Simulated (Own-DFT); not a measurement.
# Response to strain: wurtzite AlN, 72 atoms (Al36N36)

Calculated results; nothing here was measured. The program, named Own-DFT, is a retired in-house plane-wave density functional code that no person has reviewed. Each row is one single-point run on a periodic cell that was not relaxed, without spin or spin-orbit coupling.

Settings of every run: PBE; PseudoDojo norm-conserving scalar-relativistic files; cutoff 42 hartree; 3 x 3 x 2 k mesh centred on Gamma; Fermi-Dirac smearing of 0.1 eV.

Known limits: forces on such cells moved up to 12 meV/angstrom on a denser k mesh; stress not checked against mesh or cutoff.

Unstrained cell vectors in Å: (9.336, 0.000, 0.000); (-4.668, 8.085, 0.000); (0.000, 0.000, 9.964). The unstrained cell has measured lattice constants (interpolated for alloys), not those of this functional. That, the random moves and any unrelaxed bonds set the pressure at no strain. Each run strains this cell uniformly, with the atoms carried along. Every atom was also moved at random, by a Gaussian of width 0.05 Å on each axis. Strain is the symmetric tensor, in per cent. Stress is positive in tension, and the pressure is minus a third of its trace.

| run | e_xx (%) | e_yy (%) | e_zz (%) | s_xx (GPa) | s_yy (GPa) | s_zz (GPa) | P (GPa) | E (meV/atom) |
|---|---|---|---|---|---|---|---|---|
| 1 | -1.75 | -1.75 | 0.00 | -13.63 | -18.00 | -10.89 | 14.17 | 27.9 |
| 2 | -2.50 | -2.50 | 0.00 | -21.25 | -22.02 | -11.14 | 18.14 | 44.3 |
| 3 | -2.00 | -2.00 | 0.00 | -17.15 | -17.67 | -10.78 | 15.20 | 36.7 |
| 4 | 3.00 | 3.00 | 0.00 | 10.25 | 8.62 | -2.33 | -5.51 | 1.8 |
| 5 | 1.50 | 1.50 | 0.00 | 2.45 | 1.69 | -3.28 | -0.29 | 0.0 |
| 6 | -1.00 | -1.00 | 0.00 | -11.57 | -11.22 | -8.72 | 10.50 | 15.7 |
| 7 | -2.75 | -2.75 | 0.00 | -28.23 | -22.61 | -8.12 | 19.65 | 57.6 |
| 8 | -1.50 | -1.50 | 0.00 | -14.52 | -14.04 | -8.23 | 12.26 | 7.4 |
| 9 | 2.25 | 2.25 | 0.00 | ? | ? | ? | ? | ? |

E is the free energy for each atom above the lowest run shown.

## Worked fit

The change of volume is close to e_xx + e_yy + e_zz. A straight line through the runs shown gives P = 6.82 - 216 x (fractional change of volume) GPa, with an error of 8 on the slope and a scatter of 0.82 GPa. The strain isn't the same on all axes and the cell isn't cubic, so the slope belongs to this path and is not the bulk modulus.

## Withheld run

Question: what pressure should run 9 give? Its volume changes by 4.55 %.

The line gives -3.0 GPa. The calculation gave -3.24 GPa.
